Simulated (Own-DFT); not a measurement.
## Calculated data, Hf$_{36}$O$_{71}$ (tetragonal hafnia with one neutral oxygen vacancy, atoms displaced)

All values are calculated (Own-DFT development build). A calculation, not a measurement: plane-wave PBE and HSE06 DFT by an unreviewed code, no spin, of a simulated cell at Gamma alone, so results move with cell size and shape, stress positive in tension, energies less offsets, not probed for a lower state with spin; hafnium file: forces about 75 meV/angstrom off all-electron values; oxygen file: force components 24 meV/angstrom off all-electron in a glass; k mesh not checked against a denser one; forces and stress are PBE's, HSE06 gives the energy alone, and its difference from PBE has offsets of its own; offsets are fitted by least squares, one for each functional and potential file, so energies compare only between cells with the same atoms and settings and are not formation energies; the far tail of each file's local potential was reset to the Coulomb form; each entry is a single point on an unrelaxed cell, so the pressure reflects the starting lattice, taken from the Materials Project, from which strain is counted, and rises with the displacements; printed positions are rounded, which can move forces by about a meV/angstrom; the program is a retired in-house code; no spin-orbit coupling.

Settings shared by all entries: first functional PBE; second functional HSE06; exact exchange share 0.25; screening 0.11 1/bohr; exchange divergence Gygi-Baldereschi; potential files PseudoDojo norm-conserving, scalar-relativistic, made for PBE, standard set; wave cutoff 48 hartree; occupations fixed; k mesh 1 x 1 x 1 centred on Gamma.

(1) Hf$_{36}$O$_{71}$ (tetragonal hafnia with one neutral oxygen vacancy, atoms displaced)

```
cell vectors (Å)
  10.7800     0.0000     0.0000
   0.0000    10.7800     0.0000
   0.0000     0.0000    10.4493
atoms (fractions of the cell vectors)
Hf  0.00109  0.00153  0.00020
Hf  0.16992  0.16615  0.25079
O   0.99836  0.16171  0.14770
O   0.16603  0.99936  0.34565
O   0.99561  0.16580  0.40847
O   0.17083  0.00261  0.09581
Hf  0.00042  0.00249  0.50131
Hf  0.16143  0.16372  0.74846
O   0.00316  0.16708  0.65535
O   0.15970  0.00042  0.84577
O   0.99883  0.16653  0.90235
O   0.16932  0.00264  0.59685
Hf  0.99924  0.32920  0.99949
Hf  0.16785  0.49800  0.25376
O   0.00186  0.49726  0.15446
O   0.16237  0.33492  0.34931
O   0.99860  0.50321  0.40218
O   0.16936  0.33467  0.09806
Hf  0.00197  0.32961  0.50136
Hf  0.16770  0.50161  0.75038
O   0.99896  0.50186  0.64919
O   0.16821  0.33107  0.84713
O   0.99929  0.49719  0.90525
O   0.16749  0.33101  0.60012
Hf  0.99972  0.66646  0.99883
Hf  0.16724  0.83365  0.24517
O   0.99745  0.83669  0.15431
O   0.16601  0.66310  0.34369
O   0.99719  0.83737  0.40192
O   0.16396  0.66419  0.09960
Hf  0.00142  0.67044  0.49817
Hf  0.16508  0.83640  0.75121
O   0.99836  0.83344  0.65716
O   0.16875  0.66794  0.84812
O   0.00030  0.83076  0.90199
O   0.16729  0.66651  0.59825
Hf  0.33320  0.00116  0.00321
Hf  0.49495  0.16572  0.24787
O   0.33499  0.16474  0.14720
O   0.50504  0.99984  0.35194
O   0.33507  0.16711  0.40275
O   0.49853  0.00301  0.10541
Hf  0.33555  0.00004  0.49938
Hf  0.49892  0.16681  0.74674
O   0.33540  0.16857  0.64786
O   0.50243  0.00052  0.84798
O   0.33074  0.16282  0.89997
O   0.49828  0.00315  0.59876
Hf  0.33289  0.33869  0.99820
Hf  0.49545  0.49807  0.24412
O   0.33401  0.49942  0.15422
O   0.49699  0.33000  0.34149
O   0.33706  0.49959  0.40542
O   0.49911  0.33615  0.09994
Hf  0.33205  0.33041  0.50096
Hf  0.50099  0.50127  0.75073
O   0.33040  0.50043  0.65339
O   0.50024  0.33424  0.84911
O   0.33313  0.49756  0.89871
O   0.50152  0.33371  0.59546
Hf  0.33366  0.66583  0.00935
Hf  0.49825  0.83464  0.24716
O   0.33679  0.82978  0.15075
O   0.49961  0.66444  0.34799
O   0.33657  0.83299  0.40474
O   0.49907  0.66481  0.09502
Hf  0.33482  0.66348  0.49236
Hf  0.49777  0.83277  0.75252
O   0.33363  0.82913  0.65491
O   0.50560  0.66815  0.85075
O   0.32888  0.83609  0.89999
O   0.49820  0.66667  0.59508
Hf  0.66767  0.00287  0.99908
Hf  0.83518  0.16481  0.25045
O   0.66256  0.16680  0.15302
O   0.82627  0.99917  0.34402
O   0.66385  0.16730  0.40252
O   0.83420  0.99827  0.09471
Hf  0.66589  0.00401  0.50017
Hf  0.83169  0.17090  0.74870
O   0.66777  0.16397  0.64957
O   0.83093  0.00191  0.84768
O   0.66556  0.16103  0.90793
O   0.83548  0.99560  0.59957
Hf  0.66476  0.33491  0.00132
Hf  0.83400  0.50243  0.24970
O   0.66487  0.50115  0.14844
O   0.82699  0.33075  0.34855
O   0.66290  0.49948  0.40156
O   0.82981  0.33142  0.09434
Hf  0.67167  0.33235  0.50350
Hf  0.83242  0.49714  0.74696
O   0.67263  0.50301  0.65370
O   0.83594  0.33130  0.85393
O   0.66734  0.49754  0.90228
O   0.83177  0.33242  0.59302
Hf  0.66806  0.66155  0.99784
Hf  0.83020  0.83510  0.25266
O   0.83237  0.66466  0.35096
O   0.66770  0.83166  0.40421
O   0.83723  0.66322  0.09470
Hf  0.67167  0.66717  0.49590
Hf  0.83804  0.83063  0.75163
O   0.66191  0.83402  0.65202
O   0.83385  0.66812  0.85161
O   0.66330  0.83227  0.90661
O   0.83272  0.66672  0.59295
```

- PBE energy of cell above offsets: -100.886 eV
- HSE06 less PBE above offsets: -0.152 eV
- PBE pressure: 0.96 GPa
- PBE stress xx: -0.97 GPa
- PBE stress yy: -0.33 GPa
- PBE stress zz: -1.58 GPa
- PBE stress yz: 0.02 GPa
- PBE stress xz: -0.57 GPa
- PBE stress xy: 0.01 GPa

Force:
```csv
element,x (eV/Å),y (eV/Å),z (eV/Å)
Hf,-0.329,-0.477,-0.332
Hf,0.065,0.098,-0.75
O,0.785,0.286,0.901
O,0.063,0.305,-0.192
O,0.108,-0.048,-0.959
O,-0.753,-0.374,0.565
Hf,-0.084,-1.076,0.474
Hf,2.057,0.635,0.766
O,-1.611,0.18,-0.738
O,-0.163,0.052,0.273
O,0.149,-0.187,-0.245
O,-0.525,-0.092,-0.058
Hf,0.055,0.872,0.266
Hf,-1.034,0.142,-0.7
O,-0.206,-0.186,0.225
O,0.108,-1.022,0.249
O,0.02,-0.847,0.2
O,-0.27,-0.306,0.188
Hf,0.22,1.723,-0.138
Hf,-0.275,0.188,0.042
O,-0.036,-0.403,0.498
O,-0.216,0.184,-0.022
O,0.127,0.232,-0.209
O,-0.46,0.001,-0.497
Hf,0.167,-0.52,-0.259
Hf,-0.534,-0.379,0.471
O,0.715,-0.033,-0.019
O,0.155,1.168,0.318
O,0.294,-0.157,0.228
O,0.53,0.336,0.056
Hf,0.117,-0.589,0.43
Hf,1.054,-1.063,-0.019
O,0.655,-0.033,-0.833
O,-0.234,-0.31,0.027
O,-0.109,0.602,0.237
O,-0.326,0.043,-0.583
Hf,1.095,0.173,-1.25
Hf,1.397,-0.132,0.476
O,-1.032,0.183,0.645
O,-0.509,-0.244,-0.344
O,-0.646,-0.336,-0.729
O,0.121,-0.946,-0.592
Hf,0.418,-0.389,0.434
Hf,-0.417,-0.407,0.564
O,-0.509,0.076,0.353
O,-0.186,0.166,-0.011
O,0.23,0.534,0.242
O,0.085,0.112,-0.043
Hf,-0.001,-1.446,-0.487
Hf,1.879,-0.185,1.607
O,-0.955,0.282,-0.792
O,-0.315,0.629,0.309
O,-0.483,-0.96,-0.786
O,-0.349,0.055,-0.614
Hf,0.864,0.431,0.45
Hf,-0.34,0.474,-0.528
O,0.67,-0.274,0.029
O,0.095,-0.309,-0.348
O,0.144,1.021,0.612
O,-0.004,0.154,0.258
Hf,-0.635,0.563,-1.956
Hf,1.596,-0.154,1.061
O,-1.025,-0.085,-0.05
O,-0.326,0.497,-0.942
O,-0.447,0.322,-0.697
O,0.399,0.248,0.505
Hf,0.441,0.744,1.74
Hf,0.357,-0.009,-0.307
O,-0.389,0.61,-0.2
O,-0.421,-0.783,-0.277
O,0.188,-0.375,0.96
O,0.362,-0.522,0.112
Hf,-0.366,-1.188,0.462
Hf,-1.532,0.507,-0.529
O,0.799,-0.008,0.245
O,0.347,0.427,0.412
O,0.307,0.177,0.355
O,-0.361,-0.273,0.395
Hf,-0.226,-0.891,0.085
Hf,0.053,-1.257,0.807
O,0.121,0.297,0.433
O,0.334,-0.123,-0.337
O,0.128,2.111,-1.132
O,0.064,0.515,-0.588
Hf,-0.137,-0.733,0.317
Hf,-0.265,-0.504,0.019
O,0.355,-0.017,0.201
O,0.628,0.335,-0.403
O,0.34,-0.406,0.187
O,0.737,-0.024,0.552
Hf,-1.583,0.341,-1.955
Hf,0.963,0.774,0.953
O,-1.023,-0.4,-0.055
O,-0.308,0.16,-1.284
O,0.057,-0.154,-0.569
O,1.248,-0.21,1.459
Hf,0.018,0.899,0.174
Hf,-0.631,-0.489,-0.501
O,0.043,0.538,-0.741
O,0.175,0.557,-0.678
O,-0.645,0.266,0.749
Hf,-1.447,-0.124,0.397
Hf,-1.735,0.748,0.013
O,0.87,-0.025,0.478
O,-0.071,-0.881,-0.756
O,0.338,0.111,0.749
O,0.782,0.278,0.82
```

(2) Hf$_{36}$O$_{71}$ (tetragonal hafnia with one neutral oxygen vacancy, atoms displaced)

```
cell vectors (Å)
  10.7800     0.0000     0.0000
   0.0000    10.7800     0.0000
   0.0000     0.0000    10.4493
atoms (fractions of the cell vectors)
Hf  0.00275  0.99541  0.99683
Hf  0.16466  0.16583  0.24319
O   0.99728  0.16400  0.15861
O   0.17437  0.99115  0.34848
O   0.00209  0.16517  0.40985
O   0.15572  0.99673  0.09267
Hf  0.00244  0.00234  0.50484
Hf  0.16373  0.15967  0.74981
O   0.00118  0.16737  0.64658
O   0.16453  0.99557  0.85553
O   0.00173  0.17464  0.89996
O   0.16670  0.99080  0.59898
Hf  0.99972  0.33451  0.00303
Hf  0.17481  0.50096  0.24127
O   0.99948  0.49972  0.15190
O   0.16925  0.32955  0.34572
O   0.99154  0.49469  0.39745
O   0.16265  0.33991  0.10029
Hf  0.99184  0.34173  0.49037
Hf  0.16557  0.49785  0.74650
O   0.99939  0.50043  0.64845
O   0.15689  0.33553  0.84931
O   0.98777  0.49517  0.90045
O   0.17297  0.33368  0.59808
Hf  0.99773  0.66652  0.99788
Hf  0.17011  0.82904  0.24663
O   0.00327  0.83220  0.14146
O   0.15517  0.66452  0.35014
O   0.99735  0.83160  0.40156
O   0.15843  0.66327  0.09635
Hf  0.99571  0.67237  0.50383
Hf  0.16922  0.82578  0.74105
O   0.99955  0.83784  0.64836
O   0.16414  0.66785  0.85150
O   0.99687  0.83012  0.90171
O   0.16519  0.67139  0.59348
Hf  0.33455  0.00840  0.99482
Hf  0.50032  0.16455  0.24754
O   0.32767  0.17067  0.14438
O   0.49596  0.99386  0.34402
O   0.33936  0.15838  0.40388
Hf  0.32996  0.99725  0.50060
Hf  0.51096  0.16827  0.75161
O   0.33227  0.16701  0.65010
O   0.49598  0.00270  0.85129
O   0.32806  0.17013  0.89985
O   0.50527  0.99313  0.59605
Hf  0.32724  0.33722  0.00354
Hf  0.50510  0.50214  0.24506
O   0.32978  0.50985  0.15099
O   0.49927  0.33208  0.34497
O   0.32691  0.49988  0.40296
O   0.50553  0.33357  0.09607
Hf  0.34177  0.33656  0.49699
Hf  0.49448  0.49677  0.74697
O   0.33276  0.49807  0.65330
O   0.51482  0.33166  0.84074
O   0.32647  0.50285  0.90628
O   0.49173  0.33173  0.59979
Hf  0.33025  0.66838  0.00518
Hf  0.51340  0.83323  0.25174
O   0.34075  0.83231  0.15493
O   0.50172  0.66866  0.33602
O   0.34323  0.83618  0.40054
O   0.50177  0.66889  0.09444
Hf  0.32850  0.65799  0.49822
Hf  0.49900  0.83926  0.74957
O   0.33693  0.83308  0.64305
O   0.50232  0.67006  0.85363
O   0.34410  0.82527  0.89751
O   0.50110  0.65811  0.59595
Hf  0.66655  0.00327  0.99791
Hf  0.82957  0.16643  0.24587
O   0.66730  0.16416  0.15286
O   0.83512  0.00523  0.34854
O   0.66564  0.16630  0.40557
O   0.83279  0.00542  0.10077
Hf  0.66611  0.00200  0.49288
Hf  0.82808  0.17201  0.75050
O   0.66387  0.17159  0.64980
O   0.83692  0.99574  0.84974
O   0.66406  0.17123  0.90212
O   0.83577  0.99492  0.60233
Hf  0.66414  0.32864  0.00229
Hf  0.83471  0.49285  0.25338
O   0.66205  0.51030  0.14720
O   0.82284  0.32607  0.34804
O   0.67172  0.49239  0.39640
O   0.83259  0.34600  0.09703
Hf  0.65684  0.33001  0.50705
Hf  0.83259  0.49529  0.75716
O   0.66479  0.48913  0.64558
O   0.82996  0.34426  0.84862
O   0.67123  0.50460  0.90858
O   0.82879  0.32811  0.60246
Hf  0.65718  0.67364  0.99366
Hf  0.83139  0.83837  0.24177
O   0.66143  0.83302  0.14521
O   0.82762  0.66248  0.35411
O   0.66159  0.83156  0.39588
O   0.82782  0.66857  0.10028
Hf  0.67060  0.66063  0.50325
Hf  0.83775  0.83236  0.74056
O   0.67107  0.82304  0.65308
O   0.83276  0.66567  0.85054
O   0.66024  0.82686  0.90420
O   0.83453  0.66962  0.60282
```

* PBE energy of cell above offsets: -96.866 eV
* HSE06 less PBE above offsets: 0.054 eV
* PBE pressure: 1.7 GPa
* PBE stress xx: -2.39 GPa
* PBE stress yy: -0.96 GPa
* PBE stress zz: -1.75 GPa
* PBE stress yz: 0.81 GPa
* PBE stress xz: 0.87 GPa
* PBE stress xy: 0.17 GPa

Force:
```csv
element,x (eV/Å),y (eV/Å),z (eV/Å)
Hf,-1.489,-0.135,-0.941
Hf,-0.208,-0.572,2.218
O,0.168,0.737,-0.797
O,-0.521,1.145,-0.54
O,0.186,0.43,-0.949
O,3.001,0.545,1.108
Hf,-0.59,0.045,-0.897
Hf,0.214,1.368,-0.488
O,-0.491,-0.564,1.363
O,0.284,-0.174,-1.307
O,-0.589,-1.241,0.338
O,0.031,0.476,0.658
Hf,-0.442,0.845,-0.751
Hf,-3.035,-0.222,1.865
O,0.435,-0.075,0.174
O,0.01,0.305,-0.727
O,-0.168,1.497,-0.177
O,1.023,-0.391,-0.089
Hf,1.306,-2.281,2.086
Hf,-0.864,-0.939,0.429
O,0.088,-0.052,0.098
O,0.925,-0.054,-0.082
O,0.938,0.734,0.183
O,-0.748,0.57,-0.533
Hf,-2.132,-0.312,0.096
Hf,-0.059,0.32,0.439
O,-0.87,0.218,1.184
O,0.989,-0.083,-0.534
O,-0.308,0.716,-0.158
O,1.652,0.18,0.592
Hf,-0.372,-0.729,-1.645
Hf,0.27,0.653,1.049
O,0.97,-0.834,-0.116
O,-0.053,-0.458,-1.003
O,0.186,0.338,-0.678
O,0.19,-0.095,0.979
Hf,-0.137,-1.316,0.464
Hf,-1.08,-0.619,0.632
O,0.794,-0.456,0.207
O,1.11,2.126,-0.56
O,0.143,1.5,-0.649
Hf,0.671,-0.312,-0.475
Hf,-3.033,-0.491,-0.507
O,0.559,-0.748,0.928
O,0.318,0.37,0.177
O,0.16,0.719,0.292
O,0.092,0.379,0.301
Hf,0.106,-0.537,-0.745
Hf,1.017,0.573,-0.105
O,1.956,-0.772,-0.559
O,-0.264,0.377,0.253
O,0.274,-0.055,-0.742
O,-2.123,-0.002,0.229
Hf,-3.349,-2.247,-0.391
Hf,1.773,1.957,0.881
O,-0.353,0.535,-0.336
O,-0.767,0.624,0.689
O,0.607,-1.032,-0.448
O,1.358,0.071,0.565
Hf,0.915,0.806,-0.531
Hf,-2.558,-0.64,0.103
O,-1.012,0.366,-0.712
O,-0.119,-1.74,1.285
O,-0.904,-1.987,0.518
O,-1.703,-0.349,0.543
Hf,1.312,2.643,-0.275
Hf,0.384,-1.456,0.012
O,-0.409,-0.255,1.155
O,-0.403,-1.475,-1.767
O,-0.84,1.819,0.228
O,-0.604,-0.207,-0.354
Hf,0.008,-1.429,0.218
Hf,1.019,-0.525,1.171
O,-0.598,-0.066,-0.67
O,-0.537,-0.715,-0.211
O,-0.695,-0.259,-0.556
O,-0.373,-0.598,-0.39
Hf,0.481,-1.461,0.431
Hf,2.247,-0.227,-0.208
O,0.654,-0.441,0.012
O,-0.808,1.209,-0.379
O,0.674,-1.601,-0.684
O,-1.178,0.613,-0.568
Hf,0.98,3.217,-0.491
Hf,-0.735,1.645,-0.844
O,0.428,-1.033,1.145
O,0.932,0.183,0.15
O,-0.892,0.329,0.819
O,-0.524,-1.164,0.282
Hf,1.646,1.181,-1.07
Hf,-0.249,2.643,-0.744
O,-0.288,0.496,0.636
O,-0.442,-4.122,0.76
O,-0.483,-1.382,-0.921
O,0.36,-0.065,-0.517
Hf,1.635,-2.651,1.089
Hf,0.874,-1.597,0.423
O,1.723,1.425,-0.377
O,0.22,0.836,-0.438
O,0.712,0.425,0.612
O,0.842,0.601,-0.011
Hf,0.026,0.236,-0.769
Hf,-0.727,-0.512,1.911
O,-1.027,0.324,-0.197
O,0.296,0.478,-0.885
O,0.141,4.213,-1.243
O,-0.157,-0.286,-0.242
```
